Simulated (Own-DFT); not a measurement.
## Calculated data, Ti₁₂O₂₃ (rutile with two vacancies, atoms displaced)

Computed with Own-DFT development build. A calculation, not a measurement: plane-wave PBE density functional theory by an unreviewed code, no spin, of a simulated periodic cell, stress positive in tension, free energy of the whole cell less one offset for each atom, defect cell not probed for a lower state with spin; oxygen file: force components 24 meV/angstrom off all-electron in one glass; k mesh not checked against a denser one; offsets are fitted by least squares, one for each functional and potential file, so energies compare only between cells with the same atoms and settings and are not formation energies; the far tail of each file's local potential was reset to the Coulomb form; each entry is a single point on an unrelaxed cell, so the pressure reflects the starting lattice, mostly measured values (interpolated for alloys), from which strain is counted, and rises with the displacements; printed positions are rounded, which can move forces by about a meV/angstrom; the program, named Own-DFT, is a retired in-house code; no spin-orbit coupling; before rounding, a Quantum ESPRESSO 7.3.1 run of the same cell and cutoff gave forces within 1 meV/angstrom rms on each cell, which checks the program and not the settings.

Settings shared by all entries: functional PBE; potential files PseudoDojo norm-conserving, scalar-relativistic, standard set; wave cutoff 72 hartree; occupations Fermi-Dirac; smearing width 0.1 eV; k mesh 3 x 3 x 3 centred on Gamma.

(1) Ti₁₂O₂₃ (rutile with two vacancies, atoms displaced)

```
Ti12O23
1.0
      9.1874     0.0000     0.0000
      0.0000     9.1874     0.0000
      0.0000     0.0000     8.8761
Ti O Ti O Ti O Ti O Ti O Ti O Ti O Ti O Ti O Ti O Ti O Ti O
2 2 2 4 2 4 2 4 2 4 2 4 2 4 2 4 2 4 2 4 2 4 2 4
Direct
  0.99193 0.00608 0.01147
  0.24735 0.25731 0.16737
  0.15286 0.15827 0.99247
  0.10182 0.40681 0.18632
  0.00014 0.00478 0.35024
  0.26019 0.24259 0.50923
  0.14636 0.14991 0.33017
  0.35806 0.35615 0.35014
  0.41407 0.10174 0.50921
  0.09281 0.39858 0.49314
  0.99113 0.98990 0.66569
  0.24983 0.24701 0.83566
  0.14871 0.14025 0.67986
  0.35192 0.34318 0.67428
  0.39093 0.09367 0.84331
  0.10130 0.38731 0.83175
  0.99365 0.50524 0.01267
  0.24576 0.73381 0.16404
  0.15998 0.64460 0.00091
  0.34828 0.84382 0.00257
  0.39702 0.60109 0.16524
  0.10665 0.88693 0.15350
  0.00870 0.49168 0.34211
  0.23232 0.74711 0.51796
  0.15762 0.64049 0.34596
  0.35800 0.84406 0.33707
  0.40935 0.59369 0.50414
  0.09915 0.91283 0.48926
  0.00754 0.50884 0.67460
  0.25254 0.75004 0.84138
  0.16321 0.64267 0.65719
  0.32980 0.85050 0.67409
  0.40733 0.61281 0.82963
  0.08776 0.88742 0.83204
  0.50317 0.00025 0.00683
  0.76253 0.26048 0.16099
  0.64657 0.15732 0.99564
  0.83880 0.34600 0.99247
  0.89687 0.08577 0.16172
  0.58606 0.40318 0.15903
  0.49727 0.99260 0.32024
  0.76084 0.23901 0.50761
  0.66060 0.15565 0.32592
  0.83974 0.35520 0.33542
  0.89855 0.10333 0.48780
  0.59434 0.40310 0.51015
  0.51273 0.99517 0.66549
  0.74517 0.26211 0.83368
  0.66978 0.16544 0.66820
  0.85815 0.35069 0.67552
  0.88679 0.10566 0.82408
  0.60103 0.40248 0.82924
  0.51107 0.50586 0.01311
  0.75066 0.75839 0.16708
  0.64534 0.65169 0.00684
  0.85869 0.85267 0.99196
  0.91831 0.60070 0.16318
  0.58191 0.90652 0.16473
  0.50789 0.49991 0.32324
  0.74971 0.74916 0.49032
  0.66384 0.65613 0.35235
  0.85141 0.86275 0.33122
  0.90143 0.60563 0.49238
  0.58937 0.90568 0.49657
  0.51762 0.49989 0.66480
  0.74648 0.75063 0.83919
  0.64310 0.64727 0.67209
  0.85849 0.85576 0.66450
  0.90200 0.60028 0.83861
  0.59472 0.88852 0.83531
```

- free energy of cell above offsets: -7.493 eV
- pressure: 9.52 GPa
- stress xx: -8.73 GPa
- stress yy: -8.74 GPa
- stress zz: -11.08 GPa
- stress yz: -0.1 GPa
- stress xz: 0.88 GPa
- stress xy: 0.38 GPa

Force:
| element | x (eV/Å) | y (eV/Å) | z (eV/Å) |
| --- | --- | --- | --- |
| Ti | 2.16 | -1.061 | -2.389 |
| Ti | -1.793 | -0.474 | 1.851 |
| O | 0.067 | 0.043 | 2.973 |
| O | 1.422 | -1.577 | -3.035 |
| Ti | 0.678 | -0.187 | -3.924 |
| Ti | 0.433 | 0.204 | 1.078 |
| O | 1.861 | 0.945 | -0.882 |
| O | -0.808 | -1.366 | -1.581 |
| O | -0.846 | 0.332 | -0.335 |
| O | 0.728 | -0.844 | 1.809 |
| Ti | 1.714 | 1.816 | 3.816 |
| Ti | 0.088 | -0.837 | -2.512 |
| O | 1.091 | 1.201 | -1.134 |
| O | -0.799 | -0.398 | -0.676 |
| O | 1.723 | -0.462 | -0.04 |
| O | -0.881 | 2.375 | 0.176 |
| Ti | 1.299 | -0.481 | -2.113 |
| Ti | -1.19 | 2.742 | 1.826 |
| O | -1.2 | -1.491 | -0.228 |
| O | 0.309 | 0.541 | 0.345 |
| O | 1.927 | -1.985 | 0.054 |
| O | -1.111 | 1.406 | 0.486 |
| Ti | -1.252 | 1.353 | 1.611 |
| Ti | 3.831 | 1.212 | -3.894 |
| O | 0.146 | 0.965 | -0.745 |
| O | -0.211 | 0.851 | -0.584 |
| O | -0.565 | 0.868 | -1.02 |
| O | 0.712 | -1.43 | 1.47 |
| Ti | -1.469 | -2.3 | 0.09 |
| Ti | 1.055 | 0.88 | 0.078 |
| O | -1.882 | -1.811 | 2.819 |
| O | 1.483 | 0.987 | -0.878 |
| O | -0.279 | -1.352 | 1.145 |
| O | -0.083 | 0.811 | -0.508 |
| Ti | -1.381 | 1.619 | -4.264 |
| Ti | -1.032 | -2.14 | 2.491 |
| O | -0.522 | -0.632 | 1.091 |
| O | 2.39 | 2.186 | 1.778 |
| O | -0.783 | 2.113 | 0.996 |
| O | 1.796 | -1.845 | 0.806 |
| Ti | -1.635 | 0.645 | 4.198 |
| Ti | -1.791 | 2.823 | -1.474 |
| O | -0.769 | -0.259 | -0.096 |
| O | 0.3 | 0.232 | -1.161 |
| O | 0.961 | -0.735 | 1.358 |
| O | 1.492 | -0.978 | -2.222 |
| Ti | -1.444 | 0.296 | 0.059 |
| Ti | 0.752 | -1.354 | -0.871 |
| O | -2.988 | -2.845 | -0.484 |
| O | 0.153 | 0.8 | -1.2 |
| O | 1.78 | -1.544 | 0.631 |
| O | -1.051 | 0.509 | 2.108 |
| Ti | -1.677 | 1.676 | -4.962 |
| Ti | 1.529 | 0.458 | -0.216 |
| O | 1.364 | 0.753 | 0.473 |
| O | -2.313 | -1.488 | 0.948 |
| O | -2.292 | 1.457 | 0.621 |
| O | 2.608 | -2.013 | -0.024 |
| Ti | -2.039 | 0.175 | 5.456 |
| Ti | 1.961 | 1.187 | 3.119 |
| O | -2.051 | -1.765 | -4.033 |
| O | -1.565 | -1.599 | -0.309 |
| O | 0.369 | 0.003 | 1.287 |
| O | 1.335 | -0.557 | 0.607 |
| Ti | -3.032 | 0.244 | -0.648 |
| Ti | 0.339 | 0.035 | -0.997 |
| O | 3.092 | 2.702 | -0.153 |
| O | -2.791 | -2.349 | 0.049 |
| O | 0.563 | -0.345 | -0.036 |
| O | 0.012 | 1.058 | -0.079 |

(2) Ti₁₂O₂₃ (rutile with two vacancies, atoms displaced)

```
Ti12O23
1.0
      9.1874     0.0000     0.0000
      0.0000     9.1874     0.0000
      0.0000     0.0000     8.8761
Ti O Ti O Ti O Ti O Ti O Ti O Ti O Ti O Ti O Ti O Ti O Ti O
2 4 2 3 2 4 2 4 2 3 2 4 2 4 2 4 2 4 2 4 2 4 2 4
Direct
  0.99067 0.00311 0.99823
  0.25848 0.24607 0.17006
  0.15805 0.14877 0.01337
  0.32806 0.34395 0.01118
  0.41461 0.09134 0.16721
  0.10705 0.40815 0.17331
  0.01935 0.99765 0.32626
  0.25843 0.25260 0.49559
  0.14339 0.15705 0.33177
  0.39562 0.09197 0.50647
  0.09124 0.40240 0.49818
  0.01006 0.99397 0.66987
  0.26556 0.24458 0.84244
  0.12858 0.16013 0.67981
  0.36342 0.33191 0.66912
  0.40123 0.07918 0.82728
  0.10498 0.40172 0.84029
  0.01117 0.49584 0.98464
  0.24789 0.72927 0.16061
  0.16026 0.65970 0.99599
  0.35262 0.83816 0.99846
  0.39322 0.60224 0.16712
  0.10237 0.90963 0.16899
  0.98700 0.50997 0.34693
  0.25206 0.75434 0.50346
  0.15037 0.63970 0.33828
  0.35835 0.84398 0.34096
  0.10222 0.88712 0.49901
  0.99363 0.49653 0.66624
  0.24761 0.73627 0.85814
  0.16463 0.65653 0.68692
  0.36306 0.85472 0.66108
  0.39593 0.59964 0.84152
  0.08698 0.90663 0.82339
  0.49771 0.01373 0.99644
  0.74391 0.24000 0.17387
  0.64706 0.13369 0.99836
  0.85377 0.34226 0.00443
  0.88706 0.10211 0.17047
  0.58874 0.41040 0.16150
  0.51354 0.99179 0.32664
  0.73448 0.25149 0.49654
  0.62740 0.15473 0.34145
  0.85538 0.35229 0.33318
  0.90426 0.09865 0.50002
  0.59488 0.40160 0.51778
  0.49103 0.99582 0.65211
  0.74735 0.23628 0.84782
  0.65161 0.15249 0.67775
  0.84755 0.34635 0.65863
  0.89786 0.09938 0.81796
  0.59331 0.39729 0.83371
  0.50204 0.50258 0.99034
  0.76138 0.75884 0.16854
  0.64481 0.64779 0.00722
  0.83247 0.85801 0.00459
  0.89494 0.60391 0.15503
  0.60658 0.90099 0.16140
  0.50394 0.50789 0.34799
  0.75292 0.74989 0.48446
  0.65311 0.66142 0.33883
  0.85378 0.84188 0.35222
  0.90207 0.60104 0.48911
  0.59951 0.90353 0.50415
  0.50232 0.51250 0.66112
  0.72939 0.75333 0.82104
  0.65973 0.65776 0.67529
  0.84054 0.84058 0.67218
  0.89871 0.60939 0.81746
  0.60014 0.89778 0.83742
```

* free energy of cell above offsets: -6.295 eV
* pressure: 9.33 GPa
* stress xx: -7.77 GPa
* stress yy: -8.69 GPa
* stress zz: -11.54 GPa
* stress yz: -0.73 GPa
* stress xz: 1.24 GPa
* stress xy: -0.72 GPa

Force:
| element | x (eV/Å) | y (eV/Å) | z (eV/Å) |
| --- | --- | --- | --- |
| Ti | -0.39 | -0.122 | -1.034 |
| Ti | -2.269 | 0.272 | -0.102 |
| O | -0.782 | -0.916 | -0.554 |
| O | 2.509 | 1.523 | -1.31 |
| O | -1.662 | 1.309 | 0.626 |
| O | 0.178 | -0.084 | -1.162 |
| Ti | -1.758 | 1.373 | 2.871 |
| Ti | -1.299 | -0.068 | 2.472 |
| O | 1.398 | 0.368 | 0.493 |
| O | -1.077 | 1.626 | -1.923 |
| O | 1.157 | 0.002 | 0.426 |
| Ti | -2.37 | 1.678 | -2.863 |
| Ti | -1.287 | -0.809 | -2.165 |
| O | 2.387 | 0.596 | -0.278 |
| O | -1.046 | 0.635 | 0.052 |
| O | -1.482 | 2.08 | 0.998 |
| O | 0.022 | 0.176 | -1.128 |
| Ti | -2.628 | -0.788 | 3.176 |
| Ti | 1.436 | 2.037 | 4.119 |
| O | -5.13 | -3.957 | 3.468 |
| O | -0.154 | 0.835 | 1.275 |
| O | 0.717 | -1.405 | 1.028 |
| O | -0.173 | -0.887 | -1.376 |
| Ti | 2.235 | -2.396 | -4.445 |
| Ti | -0.683 | 0.255 | 0.228 |
| O | 1.513 | 1.759 | 0.04 |
| O | -0.666 | -0.946 | 0.052 |
| O | -0.148 | 0.782 | -0.39 |
| Ti | -0.47 | -0.589 | 0.378 |
| Ti | 3.01 | 4.401 | -7.224 |
| O | -0.528 | -0.907 | -2.577 |
| O | -2.088 | -2.942 | -0.274 |
| O | 0.814 | -0.971 | -1.113 |
| O | 1.619 | -1.595 | 3.602 |
| Ti | -0.892 | -3.859 | -0.792 |
| Ti | 1.018 | 2.202 | -0.007 |
| O | 2.031 | 2.642 | 0.661 |
| O | -0.632 | -0.144 | -0.004 |
| O | 1.092 | -1.337 | -0.072 |
| O | -0.055 | -1.503 | 1.881 |
| Ti | -0.95 | -2.227 | -0.114 |
| Ti | 3.345 | -1.664 | 2.655 |
| O | 1.834 | 1.726 | -0.528 |
| O | -2.683 | -1.627 | -0.413 |
| O | -0.557 | -0.347 | -0.929 |
| O | -0.476 | 0.796 | -1.858 |
| Ti | 2.341 | 0.445 | 1.592 |
| Ti | 0.535 | 1.083 | -2.772 |
| O | -0.024 | 0.365 | -0.917 |
| O | 0.229 | 0.887 | 0.524 |
| O | 0.002 | -0.277 | 2.28 |
| O | -0.167 | 0.306 | 0.178 |
| Ti | 1.97 | 0.256 | 1.016 |
| Ti | 0.078 | -1.285 | -1.999 |
| O | -0.06 | 0.01 | -0.028 |
| O | 2.043 | 0.785 | -0.046 |
| O | 0.846 | -0.073 | 0.487 |
| O | -0.856 | 0.543 | 1.142 |
| Ti | 1.257 | 0.647 | -3.039 |
| Ti | -0.112 | 1.45 | 4.83 |
| O | -2.459 | -2.106 | -0.931 |
| O | 1.276 | 1.621 | -2.647 |
| O | -1.186 | 1.009 | 3.463 |
| O | 0.728 | -0.271 | -1.096 |
| Ti | -0.612 | -0.414 | 2.326 |
| Ti | 2.48 | 1.693 | 3.306 |
| O | -3.828 | -3.813 | -3.785 |
| O | 0.969 | 1.096 | -1.008 |
| O | 1.864 | -2.056 | 1.182 |
| O | -1.294 | 1.113 | 0.079 |

(3) Ti₁₂O₂₃ (rutile with two vacancies, atoms displaced)

```
Ti12O23
1.0
      9.1874     0.0000     0.0000
      0.0000     9.1874     0.0000
      0.0000     0.0000     8.8761
Ti O Ti O Ti O Ti O Ti O Ti O Ti O Ti O Ti O Ti O Ti O Ti O
2 2 2 4 2 4 2 4 2 4 2 4 2 4 2 4 2 4 2 4 2 4 2 4
Direct
  0.01127 0.00742 0.97843
  0.25963 0.24783 0.16707
  0.13750 0.14655 0.99499
  0.40911 0.09908 0.15952
  0.00427 0.01325 0.32692
  0.25155 0.25239 0.48625
  0.16098 0.14776 0.33971
  0.33831 0.33697 0.34770
  0.41938 0.10007 0.49284
  0.10278 0.39742 0.50984
  0.99248 0.00285 0.66993
  0.25256 0.25995 0.83053
  0.14584 0.15607 0.66525
  0.36156 0.33521 0.66440
  0.42014 0.08993 0.83290
  0.08743 0.39092 0.83427
  0.01370 0.50664 0.00132
  0.26191 0.75460 0.17175
  0.15808 0.64816 0.99786
  0.33980 0.85151 0.00115
  0.39894 0.61004 0.18327
  0.09435 0.91427 0.16948
  0.00438 0.48696 0.30351
  0.25910 0.75915 0.49305
  0.13365 0.64930 0.35315
  0.34865 0.85580 0.34725
  0.40988 0.59808 0.49313
  0.08454 0.91042 0.50692
  0.98877 0.50365 0.67213
  0.25521 0.75387 0.83646
  0.15880 0.64704 0.67272
  0.33820 0.85309 0.65896
  0.40822 0.57939 0.84110
  0.08425 0.90155 0.83688
  0.49094 0.99948 0.00799
  0.74716 0.26190 0.16433
  0.67648 0.14667 0.00419
  0.84986 0.34140 0.99247
  0.88369 0.10117 0.16422
  0.59755 0.39479 0.15207
  0.48561 0.98621 0.30605
  0.74874 0.25621 0.49159
  0.65176 0.16121 0.33013
  0.84908 0.35070 0.33391
  0.89873 0.08840 0.49695
  0.60785 0.38865 0.49887
  0.49166 0.99121 0.66551
  0.75065 0.25616 0.84877
  0.65849 0.14838 0.65730
  0.84704 0.35083 0.68190
  0.89896 0.09259 0.83424
  0.61376 0.40554 0.83911
  0.49663 0.49049 0.00679
  0.74886 0.75600 0.15722
  0.65403 0.65622 0.00658
  0.84477 0.84337 0.01115
  0.89734 0.59780 0.16623
  0.60143 0.90176 0.15598
  0.49336 0.49638 0.32375
  0.75336 0.73909 0.49207
  0.66069 0.65811 0.33599
  0.84969 0.85257 0.33719
  0.89364 0.58710 0.49933
  0.59560 0.88938 0.48711
  0.51841 0.49646 0.67932
  0.75934 0.75953 0.83923
  0.64905 0.65763 0.66120
  0.85533 0.84653 0.66162
  0.90221 0.59473 0.84992
  0.60168 0.89576 0.83728
```

- free energy of cell above offsets: -4.250 eV
- pressure: 9.15 GPa
- stress xx: -8.09 GPa
- stress yy: -8.83 GPa
- stress zz: -10.54 GPa
- stress yz: 1.06 GPa
- stress xz: 0.91 GPa
- stress xy: -0.01 GPa

Force:
| element | x (eV/Å) | y (eV/Å) | z (eV/Å) |
| --- | --- | --- | --- |
| Ti | -3.592 | -0.499 | 4.686 |
| Ti | -1.229 | -1.401 | 0.352 |
| O | 4.216 | 3.672 | 1.223 |
| O | -2.096 | 2.513 | -0.065 |
| Ti | -3.368 | -1.493 | 0.411 |
| Ti | -2.605 | -2.062 | 7.533 |
| O | -0.224 | 0.407 | -2.485 |
| O | 3.774 | 4.066 | -6.154 |
| O | -1.034 | -0.625 | -0.139 |
| O | -0.328 | 0.225 | -0.851 |
| Ti | -0.666 | 0.672 | -3.491 |
| Ti | -1.339 | -0.622 | -3.532 |
| O | 1.273 | 0.064 | 1.684 |
| O | -0.239 | 0.558 | 1.507 |
| O | -1.887 | 1.564 | 1.099 |
| O | 1.693 | 0.261 | 1.061 |
| Ti | -1.057 | -0.497 | -2.509 |
| Ti | -4.008 | 0.459 | -0.351 |
| O | 0.697 | 0.472 | 0.807 |
| O | 0.625 | 0.305 | 0.731 |
| O | 0.694 | -1.108 | -1.278 |
| O | 1.858 | -1.749 | -0.577 |
| Ti | -0.766 | 1.354 | 4.802 |
| Ti | -3.878 | -2.829 | 2.876 |
| O | 1.745 | 0.526 | -1.575 |
| O | -1.288 | -0.827 | -2.634 |
| O | -0.039 | -0.531 | -0.561 |
| O | 2.71 | -1.533 | -0.921 |
| Ti | -0.154 | -0.566 | -2.612 |
| Ti | -1.723 | -1.56 | -2.942 |
| O | 0.41 | 0.808 | 0.996 |
| O | 0.03 | -0.288 | 1.698 |
| O | -1.143 | 1.03 | -0.013 |
| O | 2.971 | -2.799 | -1.362 |
| Ti | 3.125 | -0.199 | -5.417 |
| Ti | 2.339 | -3.895 | 1.3 |
| O | -3.29 | -0.949 | -0.013 |
| O | 2.124 | 2.25 | 1.949 |
| O | 2.031 | -0.211 | 0.802 |
| O | -2.043 | 1.401 | 1.103 |
| Ti | 5.265 | 1.857 | 7.385 |
| Ti | 0.196 | -3.408 | 2.35 |
| O | -0.43 | -0.285 | -0.72 |
| O | 1.738 | 0.975 | -1.234 |
| O | -0.174 | 1.549 | 0.236 |
| O | -2.676 | 3.159 | -0.154 |
| Ti | 3.602 | 1.754 | -2.844 |
| Ti | 0.485 | -2.732 | -3.817 |
| O | -0.445 | -0.17 | 0.724 |
| O | 0.612 | 0.448 | -0.865 |
| O | -0.501 | 0.595 | 0.066 |
| O | -2.212 | 0.896 | 1.088 |
| Ti | 0.991 | 1.875 | -2.119 |
| Ti | 0.863 | -0.396 | 3.4 |
| O | -1.464 | -1.393 | -0.636 |
| O | 1.495 | 1.158 | -1.811 |
| O | 1.828 | -1.732 | -0.096 |
| O | -1.253 | 0.358 | 0.416 |
| Ti | 1.672 | 0.915 | 4.51 |
| Ti | 0.914 | 2.234 | -0.034 |
| O | -2.361 | -2.673 | -1.976 |
| O | -0.092 | -0.601 | -0.751 |
| O | 0.896 | -0.56 | 0.43 |
| O | -0.92 | 0.876 | 0.269 |
| Ti | 0.124 | 0.394 | -2.36 |
| Ti | -0.626 | 0.704 | -1.749 |
| O | -0.622 | -1.383 | 1.54 |
| O | -0.993 | -1.005 | 1.581 |
| O | 0.091 | 0.38 | -0.149 |
| O | -0.324 | -0.154 | 0.187 |

(4) Ti₁₂O₂₃ (rutile with two vacancies, atoms displaced)

```
Ti12O23
1.0
      9.1874     0.0000     0.0000
      0.0000     9.1874     0.0000
      0.0000     0.0000     8.8761
Ti O Ti O Ti O Ti O Ti O Ti O Ti O Ti O Ti O Ti O Ti O Ti O
2 2 2 4 2 4 2 4 2 4 2 4 2 4 2 4 2 4 2 4 2 4 2 4
Direct
  0.99239 0.99441 0.99834
  0.25704 0.26078 0.18380
  0.15699 0.14073 0.99126
  0.40066 0.10054 0.17532
  0.99695 0.00127 0.33480
  0.24170 0.24467 0.50976
  0.17224 0.14501 0.33322
  0.37501 0.33804 0.33282
  0.40301 0.10143 0.49865
  0.11700 0.38868 0.50405
  0.98641 0.98470 0.67222
  0.23765 0.24657 0.83501
  0.15905 0.16579 0.66321
  0.36267 0.34890 0.66150
  0.40497 0.09178 0.83481
  0.09993 0.40380 0.81859
  0.00060 0.50274 0.01251
  0.25130 0.75959 0.15681
  0.17328 0.66402 0.00354
  0.35673 0.83728 0.00607
  0.39688 0.59303 0.15805
  0.10874 0.90280 0.15998
  0.01053 0.50046 0.33937
  0.25188 0.74231 0.50235
  0.15281 0.64625 0.32679
  0.32498 0.85981 0.34673
  0.41444 0.58710 0.49777
  0.10409 0.89334 0.49638
  0.00106 0.50617 0.64956
  0.23854 0.75658 0.82947
  0.14483 0.65894 0.65887
  0.34629 0.83833 0.67891
  0.40864 0.59647 0.83656
  0.09988 0.89533 0.84412
  0.49618 0.99377 0.00625
  0.73908 0.24376 0.16778
  0.65378 0.14659 0.99342
  0.84590 0.34958 0.00563
  0.91746 0.09823 0.17427
  0.59163 0.40719 0.15143
  0.49754 0.00398 0.33218
  0.75237 0.25470 0.49079
  0.65793 0.13981 0.32302
  0.86213 0.34181 0.33968
  0.89902 0.09596 0.48304
  0.60029 0.38978 0.50219
  0.50035 0.00602 0.66626
  0.76519 0.25993 0.82954
  0.66292 0.16508 0.67441
  0.84988 0.34524 0.66785
  0.91415 0.10177 0.85782
  0.59255 0.41393 0.82108
  0.50177 0.51439 0.00149
  0.75409 0.74751 0.17932
  0.66058 0.65670 0.00905
  0.85210 0.85818 0.00942
  0.90544 0.59638 0.16089
  0.57479 0.90542 0.15968
  0.48675 0.49793 0.34203
  0.75723 0.75647 0.49944
  0.65810 0.65263 0.35722
  0.87711 0.85295 0.34895
  0.88882 0.58432 0.50802
  0.58945 0.89101 0.50483
  0.50063 0.50558 0.67858
  0.76298 0.73270 0.82320
  0.65990 0.65395 0.64380
  0.84888 0.85429 0.66259
  0.90686 0.59918 0.83946
  0.58643 0.91079 0.82662
```

* free energy of cell above offsets: -7.181 eV
* pressure: 10.59 GPa
* stress xx: -9.88 GPa
* stress yy: -10.17 GPa
* stress zz: -11.72 GPa
* stress yz: 1.91 GPa
* stress xz: -0.15 GPa
* stress xy: -0.25 GPa

Force:
| element | x (eV/Å) | y (eV/Å) | z (eV/Å) |
| --- | --- | --- | --- |
| Ti | 1.688 | 0.064 | 3.437 |
| Ti | -0.211 | -3.108 | 0.619 |
| O | 1.617 | 2.342 | 0.706 |
| O | -0.516 | 1.208 | -1.171 |
| Ti | 2.805 | 0.784 | -0.876 |
| Ti | 4.063 | -0.602 | -0.704 |
| O | -0.63 | 1.459 | -1.181 |
| O | -2.158 | -0.452 | -0.499 |
| O | 0.803 | -0.557 | -0.099 |
| O | -3.137 | 3.797 | -0.952 |
| Ti | 2.394 | 2.026 | -1.444 |
| Ti | 0.139 | 0.016 | -0.256 |
| O | -2.292 | -2.874 | 2.095 |
| O | -0.932 | -0.293 | 0.524 |
| O | -1.662 | 1.874 | -0.2 |
| O | 0.456 | -0.194 | 1.322 |
| Ti | 0.705 | -1.516 | -1.992 |
| Ti | -0.113 | 1.36 | 2.685 |
| O | -3.444 | -3.556 | -0.958 |
| O | 0.52 | 1.206 | -1.628 |
| O | 0.302 | -0.358 | 1.141 |
| O | -0.351 | -0.049 | 0.409 |
| Ti | -0.071 | 0.026 | -0.074 |
| Ti | 0.556 | 1.982 | -1.478 |
| O | -0.265 | -1.116 | 0.699 |
| O | 1.971 | -0.479 | -0.456 |
| O | -2.294 | 2.118 | 0.324 |
| O | -0.855 | 1.024 | 2.172 |
| Ti | 1.106 | -1.592 | 2.766 |
| Ti | 1.594 | -0.678 | 0.016 |
| O | -0.576 | -0.979 | 0.969 |
| O | 0.485 | 0.505 | -1.291 |
| O | -1.579 | 1.007 | -0.079 |
| O | -1.057 | 0.808 | -1.781 |
| Ti | -0.168 | 1.35 | -3.428 |
| Ti | 0.34 | 0.199 | -2.242 |
| O | 0.597 | 0.896 | 1.295 |
| O | 1.24 | 0.872 | 0.394 |
| O | -1.309 | 1.069 | -0.778 |
| O | 1.025 | -1.613 | 0.81 |
| Ti | -1.305 | -0.855 | 1.693 |
| Ti | -0.963 | 0.187 | 1.613 |
| O | 0.016 | 0.511 | 0.691 |
| O | -0.236 | 0.43 | -1.144 |
| O | 0.524 | 0.039 | 2.651 |
| O | 0.392 | 0.528 | -1.083 |
| Ti | 0.391 | 0.174 | 0.905 |
| Ti | -1.393 | -0.893 | 0.292 |
| O | -0.645 | -1.612 | -0.362 |
| O | 1.337 | 0.947 | -0.684 |
| O | -1.27 | 1.16 | -3.89 |
| O | 2.468 | -1.885 | 2.584 |
| Ti | 1.443 | 0.87 | 0.332 |
| Ti | -0.192 | 0.099 | -1.024 |
| O | -0.054 | 0.135 | -0.456 |
| O | -1.944 | -2.124 | -0.074 |
| O | -0.183 | 0.437 | 1.042 |
| O | 3.147 | -2.642 | 2.732 |
| Ti | 2.644 | 0.047 | -1.32 |
| Ti | -1.715 | 0.16 | -1.321 |
| O | 0.124 | 0.182 | -3.078 |
| O | -3.316 | -3.194 | -1.429 |
| O | 0.684 | 0.603 | -1.562 |
| O | 0.534 | 1.019 | -0.655 |
| Ti | -0.661 | -1.136 | -1.634 |
| Ti | -2.107 | 0.744 | 1.578 |
| O | -0.057 | -0.278 | 3.244 |
| O | -0.276 | -0.41 | 1.611 |
| O | -0.006 | 0.434 | -0.615 |
| O | 1.834 | -1.655 | 0.55 |
